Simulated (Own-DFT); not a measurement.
# Computed records: GaP (zincblende, atoms displaced)

Computed with Own-DFT development build. A calculation, not a measurement: plane-wave PBE density functional theory by an unreviewed code, no spin, of a simulated periodic cell, stress positive in tension, free energy of the whole cell less one offset for each atom, forces on such cells passed a denser k mesh, this cell's mesh not checked; offsets are fitted by least squares, one for each functional and potential file, so energies compare only between cells with the same atoms and settings and are not formation energies; the far tail of each file's local potential was reset to the Coulomb form; each entry is a single point on an unrelaxed cell, so the pressure reflects the starting lattice, mostly measured values (interpolated for alloys), from which strain is counted, and rises with the displacements; printed positions are rounded, which can move forces by about a meV/angstrom; the program, named Own-DFT, is a retired in-house code; no spin-orbit coupling.

Settings shared by all entries: functional PBE; potential files PseudoDojo norm-conserving, scalar-relativistic, standard set; wave cutoff 42 hartree; occupations Fermi-Dirac; smearing width 0.1 eV; hardware one NVIDIA H100; k mesh 3 x 3 x 3 centred on Gamma.

(1) GaP (zincblende, atoms displaced)

```
GaP
1.0
     10.9010     0.0000     0.0000
      0.0000    10.9010     0.0000
      0.0000     0.0000    10.9010
Ga P Ga P Ga P Ga P Ga P Ga P Ga P Ga P
4 4 4 4 4 4 4 4 4 4 4 4 4 4 4 4
Direct
  0.01200 0.99440 1.00000
  0.00648 0.24420 0.27130
  0.23469 0.98575 0.25198
  0.24522 0.24592 0.00787
  0.12357 0.12657 0.14149
  0.15374 0.35792 0.38327
  0.38888 0.10832 0.38699
  0.35398 0.37826 0.14812
  0.01331 0.01084 0.50614
  0.99975 0.24878 0.74667
  0.27608 0.00597 0.76514
  0.26300 0.27190 0.48065
  0.12841 0.14155 0.61211
  0.12462 0.36083 0.89753
  0.39654 0.14824 0.86572
  0.36671 0.38966 0.62655
  0.02206 0.50283 0.99555
  0.01315 0.76495 0.24751
  0.27109 0.50342 0.26567
  0.24655 0.74933 0.97655
  0.12412 0.62190 0.12878
  0.13213 0.89318 0.37934
  0.36055 0.62913 0.39356
  0.38407 0.88618 0.09521
  0.99305 0.50707 0.50427
  0.99384 0.74945 0.77556
  0.24531 0.50209 0.75032
  0.23331 0.77289 0.47468
  0.13549 0.61869 0.60792
  0.13278 0.86509 0.88792
  0.38034 0.62702 0.87156
  0.38179 0.87786 0.62017
  0.49262 0.02717 0.00476
  0.50195 0.22226 0.26092
  0.76315 0.01049 0.25486
  0.73020 0.23435 0.99578
  0.65093 0.09758 0.11490
  0.63193 0.37290 0.38549
  0.89287 0.11809 0.35646
  0.87755 0.38179 0.11049
  0.49289 0.02010 0.49409
  0.50699 0.24553 0.76536
  0.75981 0.99468 0.75713
  0.76027 0.26804 0.48721
  0.63929 0.13938 0.60655
  0.64161 0.38964 0.86489
  0.86933 0.11537 0.86067
  0.88076 0.36944 0.63081
  0.49739 0.48782 0.99728
  0.51353 0.73960 0.26221
  0.74425 0.49159 0.26238
  0.73613 0.75469 0.99750
  0.61659 0.61610 0.11716
  0.62303 0.87479 0.35594
  0.87672 0.64908 0.38058
  0.87907 0.87404 0.10640
  0.51557 0.47986 0.51534
  0.49872 0.74863 0.74997
  0.77858 0.51364 0.75207
  0.73821 0.77756 0.50164
  0.61257 0.62302 0.62477
  0.61625 0.88605 0.86650
  0.85137 0.63149 0.86750
  0.90632 0.87536 0.60088
```

```
free energy of cell above offsets : -14.115 eV
pressure                          : 7.26 GPa
stress xx                         : -7.23 GPa
stress yy                         : -7.77 GPa
stress zz                         : -6.78 GPa
stress yz                         : 1.95 GPa
stress xz                         : -1.97 GPa
stress xy                         : -0.23 GPa
wall time                         : 555.7 s
```

Force:
| element | x (eV/Å) | y (eV/Å) | z (eV/Å) |
| --- | --- | --- | --- |
| Ga | -0.635 | 1.335 | -0.022 |
| Ga | 1.488 | 3.528 | -2.82 |
| Ga | 4.123 | 2.033 | -3.252 |
| Ga | 1.35 | -0.635 | 1.29 |
| P | 0.185 | -0.658 | -1.559 |
| P | -8.308 | 6.47 | -6.269 |
| P | -6.952 | 4.419 | -5.566 |
| P | 3.631 | -2.946 | -3.161 |
| Ga | -0.207 | 1.235 | -0.902 |
| Ga | 0.642 | -0.73 | 0.869 |
| Ga | -1.42 | -0.619 | -1.532 |
| Ga | 6.427 | -6.207 | 6.782 |
| P | 1.8 | 0.026 | 1.492 |
| P | -0.202 | 0.72 | -3.591 |
| P | -5.168 | -3.185 | 4.758 |
| P | 1.263 | -2.271 | 0.464 |
| Ga | -2.569 | 0.611 | 0.756 |
| Ga | -1.128 | -0.59 | -0.318 |
| Ga | -3.077 | 1.503 | 0.541 |
| Ga | 3.025 | -2.772 | 3.879 |
| P | 1.682 | 0.882 | 0.402 |
| P | -4.579 | 0.417 | -0.928 |
| P | 2.738 | 0.578 | -0.184 |
| P | -1.762 | -1.797 | 2.572 |
| Ga | 0.275 | -0.26 | -0.549 |
| Ga | 0.777 | 0.2 | -2.649 |
| Ga | -0.225 | 0.293 | 0.702 |
| Ga | 3.147 | -3.406 | 4.308 |
| P | -0.766 | 1.423 | 1.551 |
| P | -2.092 | 3.69 | -3.348 |
| P | -0.646 | -1.143 | 0.15 |
| P | -0.589 | 0.157 | -0.109 |
| Ga | 0.828 | -0.878 | -1.051 |
| Ga | 0.86 | 1.453 | -1.352 |
| Ga | -0.144 | -3.067 | -0.744 |
| Ga | 2.441 | 2.393 | -1.191 |
| P | -2.511 | 1.528 | 1.055 |
| P | -2.047 | -0.118 | -2.269 |
| P | -1.583 | -0.225 | 3.975 |
| P | -0.388 | -1.05 | 1.479 |
| Ga | 6.104 | -5.156 | 5.694 |
| Ga | 4.678 | 4.892 | -5.75 |
| Ga | -1.103 | -1.286 | -3.349 |
| Ga | 1.795 | -2.353 | 1.28 |
| P | -0.569 | -1.183 | 1.586 |
| P | -1.188 | -1.423 | 0.788 |
| P | 2.309 | 1.928 | 2.487 |
| P | -0.148 | 1.4 | -0.862 |
| Ga | -0.577 | -0.069 | 0.326 |
| Ga | -2.21 | -1.254 | -1.825 |
| Ga | 1.663 | 1.713 | -1.865 |
| Ga | -0.571 | 0.171 | 0.225 |
| P | 0.637 | 0.222 | 1.129 |
| P | 0.85 | 2.531 | 1.685 |
| P | -0.475 | -1.387 | -0.485 |
| P | -0.264 | -0.147 | 1.697 |
| Ga | -1.409 | 1.229 | -0.105 |
| Ga | 0.041 | 0.52 | -0.455 |
| Ga | -3.611 | -3.604 | -4.61 |
| Ga | 0.606 | -1.326 | 0.406 |
| P | 2.482 | 0.894 | 0.262 |
| P | -0.065 | -0.345 | 0.623 |
| P | 3.858 | 3.033 | 4.513 |
| P | -2.518 | -1.332 | 2.948 |

(2) GaP (zincblende, atoms displaced)

```
GaP
1.0
     10.9010     0.0000     0.0000
      0.0000    10.9010     0.0000
      0.0000     0.0000    10.9010
Ga P Ga P Ga P Ga P Ga P Ga P Ga P Ga P
4 4 4 4 4 4 4 4 4 4 4 4 4 4 4 4
Direct
  0.97182 0.97641 0.01804
  0.01896 0.27195 0.26441
  0.24854 0.00678 0.24739
  0.25794 0.24875 0.00077
  0.12161 0.13927 0.12096
  0.12315 0.39205 0.38323
  0.39864 0.12888 0.39229
  0.38205 0.35696 0.13202
  0.98017 0.00005 0.50093
  0.02721 0.23801 0.76440
  0.23491 0.99162 0.73724
  0.24791 0.23768 0.50191
  0.12015 0.13796 0.60913
  0.12324 0.37576 0.89367
  0.38043 0.12513 0.86067
  0.35391 0.35561 0.63896
  0.00177 0.49748 0.00347
  0.99288 0.74016 0.24930
  0.25585 0.50340 0.26227
  0.24720 0.74168 0.02170
  0.12973 0.63158 0.10756
  0.13187 0.86107 0.38954
  0.37586 0.64835 0.37213
  0.38415 0.87838 0.12535
  0.98631 0.47692 0.51290
  0.98690 0.75605 0.74409
  0.25349 0.49676 0.72647
  0.24491 0.74373 0.49580
  0.11847 0.62958 0.63778
  0.10712 0.85587 0.87177
  0.36213 0.63252 0.87477
  0.36676 0.86720 0.60541
  0.50074 0.99099 0.00622
  0.49061 0.26890 0.25092
  0.75643 0.99552 0.24729
  0.73406 0.26088 0.98474
  0.62284 0.11212 0.11218
  0.62285 0.37541 0.38519
  0.90522 0.12026 0.39216
  0.86903 0.37218 0.12739
  0.51293 0.02425 0.52187
  0.49092 0.24161 0.72053
  0.73084 0.00449 0.74942
  0.76364 0.26088 0.49560
  0.60655 0.14432 0.62446
  0.62624 0.37686 0.87342
  0.86483 0.14113 0.86858
  0.90017 0.36815 0.62962
  0.49069 0.48772 0.97836
  0.48761 0.76037 0.25107
  0.73960 0.48870 0.23724
  0.75560 0.71655 0.98907
  0.59705 0.63492 0.11269
  0.61482 0.86920 0.36611
  0.86673 0.63447 0.37786
  0.87540 0.86849 0.10489
  0.51975 0.51057 0.49808
  0.51655 0.75226 0.73818
  0.76117 0.51888 0.77216
  0.74955 0.75302 0.50225
  0.60056 0.61211 0.62103
  0.61549 0.88310 0.87186
  0.87220 0.61547 0.88014
  0.88216 0.89046 0.62959
```

```
free energy of cell above offsets : -13.137 eV
pressure                          : 7.9 GPa
stress xx                         : -7.54 GPa
stress yy                         : -8.05 GPa
stress zz                         : -8.11 GPa
stress yz                         : 0.37 GPa
stress xz                         : 0.67 GPa
stress xy                         : -0.79 GPa
wall time                         : 566.4 s
```

Force:
| element | x (eV/Å) | y (eV/Å) | z (eV/Å) |
| --- | --- | --- | --- |
| Ga | 7.281 | 8.288 | -7.128 |
| Ga | -1.347 | -1.795 | -1.691 |
| Ga | 0.255 | 0.04 | 0.846 |
| Ga | 0.091 | -0.625 | -0.702 |
| P | -0.529 | -1.544 | 0.663 |
| P | 1.894 | -0.081 | 0.802 |
| P | -2.399 | 0.522 | -2.391 |
| P | -3.056 | 4.121 | -3.002 |
| Ga | 5.296 | -3.437 | 2.457 |
| Ga | -1.117 | 0.553 | 0.242 |
| Ga | 0.43 | -0.09 | 0.281 |
| Ga | 1.371 | 1.502 | -2.048 |
| P | -1.204 | -3.062 | 1.757 |
| P | 1.395 | 0.008 | -1.687 |
| P | -0.856 | -1.01 | 1.09 |
| P | 0.921 | 1.215 | -2.811 |
| Ga | -0.54 | -0.23 | 0.731 |
| Ga | 1.107 | 0.896 | -0.175 |
| Ga | 0.244 | 0.401 | -1.334 |
| Ga | 3.264 | 3.757 | -3.738 |
| P | -3.517 | -3.744 | 4.545 |
| P | -2.607 | 2.659 | -2.746 |
| P | 0.02 | -3.373 | 0.675 |
| P | -2.849 | 0.19 | -0.036 |
| Ga | 2.529 | 5.623 | -3.256 |
| Ga | 0.036 | -1.197 | 0.496 |
| Ga | -1.341 | 1.857 | 3.292 |
| Ga | -0.052 | -1.285 | 1.859 |
| P | -0.276 | -0.93 | -1.929 |
| P | 1.526 | 2.166 | 1.649 |
| P | 0.992 | -0.818 | -1.017 |
| P | 1.599 | 1.432 | 1.873 |
| Ga | -0.823 | 1.081 | -1.797 |
| Ga | 3.429 | -3.92 | 3.095 |
| Ga | -0.122 | 0.099 | 0.087 |
| Ga | 1.62 | -2.05 | 2.252 |
| P | 1.075 | 2.186 | 1.677 |
| P | 0.741 | -0.196 | -1.478 |
| P | -4.692 | 4.756 | -5.69 |
| P | 0.64 | -0.468 | -0.25 |
| Ga | -2.553 | -5.486 | -3.145 |
| Ga | -2.375 | 3.021 | 5.592 |
| Ga | 1.121 | 1.179 | 0.033 |
| Ga | 0.212 | -0.837 | 0.763 |
| P | 8.473 | -0.889 | -0.869 |
| P | -1.305 | 0.899 | -2.899 |
| P | 0.459 | -1.76 | 0.252 |
| P | -4.234 | -2.669 | 4.33 |
| Ga | -0.989 | 1.324 | 1.24 |
| Ga | 1.272 | -0.35 | -0.89 |
| Ga | -0.693 | 2.089 | 0.815 |
| Ga | -3.297 | 3.527 | 2.453 |
| P | 1.333 | -1.536 | 0.274 |
| P | 1.768 | 1.893 | 1.959 |
| P | 0.043 | -2.377 | -0.25 |
| P | -6.682 | -7.343 | 6.987 |
| Ga | -4.794 | -3.162 | -3.929 |
| Ga | -2.813 | 0.951 | 0.986 |
| Ga | -3.834 | -4.241 | -4.586 |
| Ga | -0.815 | 0.526 | 0.072 |
| P | 5.839 | 3.37 | 4.474 |
| P | 1.348 | -1.948 | -0.142 |
| P | 5.419 | 1.693 | 0.17 |
| P | -3.33 | -1.373 | 0.847 |

(3) GaP (zincblende, atoms displaced)

```
GaP
1.0
     10.9010     0.0000     0.0000
      0.0000    10.9010     0.0000
      0.0000     0.0000    10.9010
Ga P Ga P Ga P Ga P Ga P Ga P Ga P Ga P
4 4 4 4 4 4 4 4 4 4 4 4 4 4 4 4
Direct
  0.99424 0.97511 0.97602
  0.99484 0.25723 0.28048
  0.27142 0.00758 0.25183
  0.25635 0.24149 0.00267
  0.11039 0.11701 0.12015
  0.12649 0.38011 0.35915
  0.36389 0.12408 0.37123
  0.38629 0.37232 0.12460
  0.00351 0.01767 0.53017
  0.97816 0.26836 0.77044
  0.25628 0.00245 0.73730
  0.25413 0.28614 0.48552
  0.12082 0.12982 0.64173
  0.08977 0.39109 0.87433
  0.34872 0.12827 0.84993
  0.37374 0.37700 0.63416
  0.98396 0.51268 0.01276
  0.98872 0.76743 0.26965
  0.24702 0.49888 0.26584
  0.26186 0.73646 0.99551
  0.12150 0.59661 0.12406
  0.10196 0.87334 0.36925
  0.34701 0.62874 0.35633
  0.39405 0.88219 0.12896
  0.98840 0.48032 0.51430
  0.00990 0.76693 0.75233
  0.25182 0.49111 0.75480
  0.25523 0.73387 0.48152
  0.13507 0.62259 0.62127
  0.13514 0.86853 0.86441
  0.34447 0.63448 0.88657
  0.38099 0.85406 0.63221
  0.51406 0.00660 0.98868
  0.52076 0.26462 0.25588
  0.76280 0.99648 0.24048
  0.73257 0.24375 0.00520
  0.64077 0.13541 0.13743
  0.64432 0.37855 0.36648
  0.89112 0.11898 0.38404
  0.87568 0.38777 0.13383
  0.50025 0.98117 0.48767
  0.49747 0.23461 0.76020
  0.73849 0.98808 0.76612
  0.77005 0.23764 0.49826
  0.63006 0.11760 0.61911
  0.63962 0.38746 0.89306
  0.85261 0.09027 0.87565
  0.87042 0.36035 0.61824
  0.52183 0.50976 0.01089
  0.49007 0.73706 0.25609
  0.73366 0.49695 0.26703
  0.74907 0.75864 0.96161
  0.64066 0.63056 0.11412
  0.61804 0.88326 0.36592
  0.86646 0.63776 0.37042
  0.87536 0.88271 0.13134
  0.49841 0.49256 0.48102
  0.46833 0.76556 0.75100
  0.74800 0.50230 0.76547
  0.75669 0.74231 0.48904
  0.60688 0.62977 0.61553
  0.64654 0.86872 0.88322
  0.87875 0.63446 0.87475
  0.89046 0.87109 0.62747
```

```
free energy of cell above offsets : -10.396 eV
pressure                          : 8.61 GPa
stress xx                         : -7.87 GPa
stress yy                         : -9.26 GPa
stress zz                         : -8.69 GPa
stress yz                         : -1 GPa
stress xz                         : -0.72 GPa
stress xy                         : -0.85 GPa
wall time                         : 558.9 s
```

Force:
| element | x (eV/Å) | y (eV/Å) | z (eV/Å) |
| --- | --- | --- | --- |
| Ga | 0.764 | 1.087 | 1.706 |
| Ga | -0.299 | -0.734 | -3.809 |
| Ga | -3.588 | -1.969 | -2.629 |
| Ga | -1.842 | 0.503 | 0.747 |
| P | 0.909 | 0.299 | 0.173 |
| P | -1.378 | 0.232 | 2.851 |
| P | 2.762 | 2.657 | 2.754 |
| P | -0.166 | 0.58 | 0.198 |
| Ga | -0.179 | -1.829 | -1.505 |
| Ga | -0.421 | -3.38 | -0.799 |
| Ga | -1.67 | -2.514 | -1.658 |
| Ga | 0.114 | -2.595 | 1.42 |
| P | 1.017 | 2.504 | 0.064 |
| P | 2.999 | 0.32 | 1.251 |
| P | 2.737 | 0.632 | 3.285 |
| P | 1.532 | -0.401 | -0.906 |
| Ga | -0.598 | -0.614 | -1.083 |
| Ga | -1.482 | -3.113 | -3.78 |
| Ga | -0.509 | -1.61 | -4.81 |
| Ga | -5.699 | 6.406 | 7.577 |
| P | 1.503 | 3.542 | 1.274 |
| P | 5.071 | 3.417 | 3.484 |
| P | 5.115 | -0.633 | 0.445 |
| P | -0.896 | -0.652 | -1.11 |
| Ga | 2.025 | 2.828 | -1.607 |
| Ga | -0.204 | -2.731 | -1.201 |
| Ga | -1.695 | 0.906 | 0.198 |
| Ga | -3.264 | 3.035 | 3.104 |
| P | -1.037 | -0.584 | 0.225 |
| P | 1.623 | 0.867 | 1.67 |
| P | 7.38 | -6.702 | -6.595 |
| P | -5.241 | 6.116 | -7.695 |
| Ga | -0.598 | 0.299 | 0.93 |
| Ga | -2.022 | -1.661 | -0.832 |
| Ga | -1.387 | 1.507 | 1.848 |
| Ga | 3.265 | 0.842 | -0.689 |
| P | -2.13 | -1.77 | 0.534 |
| P | -3.186 | -3.945 | 5.342 |
| P | -1.177 | -1.171 | -0.478 |
| P | -1.275 | -1.878 | 0.915 |
| Ga | -1.448 | 2.129 | 1.982 |
| Ga | 1.533 | 1.407 | -1.344 |
| Ga | 0.135 | 0.031 | -5.709 |
| Ga | -2.19 | -0.53 | -0.306 |
| P | -0.739 | -0.269 | 0.444 |
| P | -1.817 | -1.735 | -1.437 |
| P | 2.43 | 4.959 | 1.929 |
| P | -1.099 | 1.1 | 2.343 |
| Ga | -2.777 | -0.419 | -0.454 |
| Ga | 1.832 | 0.98 | -1.586 |
| Ga | 4.461 | 4.997 | -5.061 |
| Ga | 5.578 | -5.919 | 7.363 |
| P | 0.071 | 1.325 | 1.929 |
| P | 2.072 | -2.188 | -1.013 |
| P | 1.183 | -3.587 | -0.461 |
| P | 1.043 | -2.487 | -2.58 |
| Ga | -0.395 | 0.647 | 1.11 |
| Ga | 5.891 | -6.109 | 6.674 |
| Ga | 0.237 | 0.849 | -2.412 |
| Ga | -2.14 | 2.254 | 2.534 |
| P | 0.807 | -0.11 | 0.832 |
| P | -9.92 | 4.747 | -3.909 |
| P | 1.048 | -0.567 | -1.159 |
| P | -2.671 | 0.402 | -0.521 |

(4) GaP (zincblende, atoms displaced)

```
GaP
1.0
     10.9010     0.0000     0.0000
      0.0000    10.9010     0.0000
      0.0000     0.0000    10.9010
Ga P Ga P Ga P Ga P Ga P Ga P Ga P Ga P
4 4 4 4 4 4 4 4 4 4 4 4 4 4 4 4
Direct
  0.00065 0.99976 0.99819
  0.01470 0.25832 0.25157
  0.24290 0.00421 0.26645
  0.26707 0.25619 0.99769
  0.12363 0.11782 0.12717
  0.12372 0.37868 0.36878
  0.37257 0.13664 0.38381
  0.35692 0.39879 0.15166
  0.99479 0.99487 0.49584
  0.00452 0.26336 0.74711
  0.27682 0.99480 0.75046
  0.24108 0.25825 0.49209
  0.10479 0.11738 0.62130
  0.10837 0.36574 0.87567
  0.34787 0.10291 0.85686
  0.37286 0.38335 0.63345
  0.96642 0.50228 0.98112
  0.98609 0.73281 0.26472
  0.26690 0.49187 0.26121
  0.27899 0.78650 0.01669
  0.12727 0.62473 0.15288
  0.10723 0.91016 0.35470
  0.39557 0.61071 0.37699
  0.35555 0.88130 0.13147
  0.00093 0.49517 0.50389
  0.01669 0.72971 0.73337
  0.26213 0.48270 0.76317
  0.25837 0.76973 0.49864
  0.12106 0.62254 0.61160
  0.12325 0.86060 0.87173
  0.37420 0.63368 0.88396
  0.37254 0.86848 0.62625
  0.53768 0.99687 0.01766
  0.52256 0.23463 0.23658
  0.74888 0.99873 0.23905
  0.76326 0.24442 0.00258
  0.63457 0.11073 0.10522
  0.64301 0.36892 0.38543
  0.86002 0.12456 0.38528
  0.87559 0.37719 0.09192
  0.51391 0.99961 0.50153
  0.50591 0.26474 0.75667
  0.74093 0.98108 0.72978
  0.77802 0.25767 0.50851
  0.65877 0.13274 0.62472
  0.60865 0.35659 0.86343
  0.88263 0.09573 0.89136
  0.88338 0.35137 0.63611
  0.52157 0.49446 0.96292
  0.50169 0.73872 0.25333
  0.76739 0.50162 0.25721
  0.73794 0.75736 0.02314
  0.62826 0.61218 0.12059
  0.61922 0.89289 0.35892
  0.87604 0.60591 0.38813
  0.86492 0.86726 0.11167
  0.50270 0.48019 0.48342
  0.50087 0.76536 0.76389
  0.73432 0.47918 0.73935
  0.75631 0.75248 0.46833
  0.63789 0.63541 0.61230
  0.64551 0.88691 0.89517
  0.88315 0.62719 0.87042
  0.88473 0.86196 0.64928
```

```
free energy of cell above offsets : -6.000 eV
pressure                          : 9.3 GPa
stress xx                         : -8.24 GPa
stress yy                         : -9.51 GPa
stress zz                         : -10.13 GPa
stress yz                         : -4.74 GPa
stress xz                         : -2.38 GPa
stress xy                         : -1.03 GPa
wall time                         : 558 s
```

Force:
| element | x (eV/Å) | y (eV/Å) | z (eV/Å) |
| --- | --- | --- | --- |
| Ga | 2.924 | -2.698 | 2.037 |
| Ga | -1.91 | -1.763 | -1.45 |
| Ga | 2.807 | 2.676 | -1.999 |
| Ga | -1.543 | -0.43 | 0.615 |
| P | 0.761 | 1.056 | -0.301 |
| P | 0.153 | 1.173 | 1.284 |
| P | 1.529 | -1.041 | -0.787 |
| P | 7.85 | -7.661 | -8.942 |
| Ga | -1.538 | 0.494 | 1.584 |
| Ga | 1.455 | -4.951 | 1.469 |
| Ga | -7.69 | -6.354 | -6.496 |
| Ga | -0.403 | -0.785 | 1.941 |
| P | 2.191 | 0.93 | 0.47 |
| P | 2.633 | 1.916 | 1.761 |
| P | 7.419 | 8.902 | 8.312 |
| P | 1.164 | -1.694 | -2.275 |
| Ga | 4.711 | -0.058 | 0.905 |
| Ga | 0.984 | 1.453 | -1.223 |
| Ga | -6.463 | 6.418 | 5.672 |
| Ga | -7.21 | -7.96 | -8.256 |
| P | 0.291 | -0.028 | -1.713 |
| P | -1.576 | -5.137 | 2.047 |
| P | -2.029 | 1.906 | 0.398 |
| P | 7.795 | 6.356 | 8.13 |
| Ga | 0.3 | -1.429 | 0.751 |
| Ga | -1.052 | 0.98 | 2.774 |
| Ga | -2.27 | 2.059 | 1.026 |
| Ga | -2.084 | -1.934 | -2.049 |
| P | 3.28 | -1.073 | -0.862 |
| P | 1.214 | 0.629 | 0.321 |
| P | 0.263 | -0.285 | -0.109 |
| P | 2.689 | 1.071 | 0.058 |
| Ga | -8.024 | -4.725 | -3.87 |
| Ga | -1.5 | 1.305 | 1.31 |
| Ga | 1.47 | 0.293 | 0.348 |
| Ga | -0.827 | -1.721 | -2.067 |
| P | 3.897 | 6.928 | 4.822 |
| P | 0.23 | -0.899 | -1.641 |
| P | 1.668 | -0.793 | -2.555 |
| P | -0.426 | -0.782 | 5.408 |
| Ga | -1.057 | 1.323 | 0.96 |
| Ga | -5.595 | -6.346 | -5.796 |
| Ga | 1.221 | 0.526 | 1.942 |
| Ga | -2.3 | -0.802 | -1.778 |
| P | -3.236 | -0.077 | 0.197 |
| P | 7.162 | 1.981 | 4.535 |
| P | -3.247 | 3.845 | -4.054 |
| P | -1.134 | 5.071 | -0.665 |
| Ga | -2.467 | 3 | 3.229 |
| Ga | -0.065 | 0.713 | -1.167 |
| Ga | -1.449 | -1.505 | -2.074 |
| Ga | -0.34 | -2.898 | -2.192 |
| P | -0.378 | -0.284 | 0.545 |
| P | 0.248 | -2.22 | 0.218 |
| P | 0.137 | 1.263 | -0.182 |
| P | 3.146 | 1.431 | 3.348 |
| Ga | 0.805 | 0.735 | 2.599 |
| Ga | 0.981 | -1.087 | -0.24 |
| Ga | 1.263 | 1.77 | -0.283 |
| Ga | -0.595 | 1.049 | 2.152 |
| P | -1.317 | -0.75 | 0.583 |
| P | -1.176 | -1.577 | -3.02 |
| P | -3.328 | 2.249 | -2.266 |
| P | -0.414 | 0.247 | -3.438 |
